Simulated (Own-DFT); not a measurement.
# One host, several defects: grey tin

Calculated, not measured: single-point runs of Own-DFT, a retired in-house plane-wave DFT program that no person has reviewed, on unrelaxed cells, without spin or spin-orbit coupling.

Method: PBE; PseudoDojo norm-conserving scalar-relativistic files; cutoff 42 hartree; 3 x 3 x 3 k mesh centred on Gamma; cold (Marzari-Vanderbilt) smearing of 0.2 eV.

Caveats (not all hold for every row): not probed for a lower state with spin; forces on such cells moved up to 12 meV/angstrom on a denser k mesh; stress not checked against mesh or cutoff.

All runs share one cell, with vectors in Å (12.978, 0.000, 0.000); (0.000, 12.978, 0.000); (0.000, 0.000, 12.978) and a volume of 2185.9 Å³. u is the rms random offset of the atoms per axis. The defect's site can differ from row to row.

```
cell,formula,u (Å),P (GPa)
no defect,Sn64,0.0190,3.38
no defect,Sn64,0.0498,3.64
no defect,Sn64,0.0519,3.63
one Sn vacancy,Sn63,0.0284,3.25
one Sn vacancy,Sn63,0.0475,3.31
one Sn vacancy,Sn63,0.0481,3.43
two Sn vacancies,Sn62,0.0270,3.10
two Sn vacancies,Sn62,0.0299,?
two Sn vacancies,Sn62,0.0482,3.24
two Sn vacancies,Sn62,0.0523,3.44
```

## What the rows give

P = P0 + c u² + a shift for each defect gives P0 = 3.33 GPa, c = 118 ± 25 GPa/Å² and a scatter of 0.07 GPa. The shifts, and each times the cell's volume:

- one Sn vacancy: -0.21 ± 0.05 GPa, -2.9 eV
- two Sn vacancies: -0.30 ± 0.05 GPa, -4.1 eV (-2.0 eV for each of its 2 sites)

Positive is outwards. The product with the volume (160.2 GPa Å³ to the eV) is nearly free of the cell's size; divided by the bulk modulus at the cell's pressure it gives the volume that the defect adds. The atoms around the defects weren't relaxed, which would change these numbers.

## Prediction

Q: what pressure belongs in the blank (two Sn vacancies, u = 0.0299 Å)?

From the fit: 3.14 ± 0.08 GPa. DFT gave 3.13 GPa.
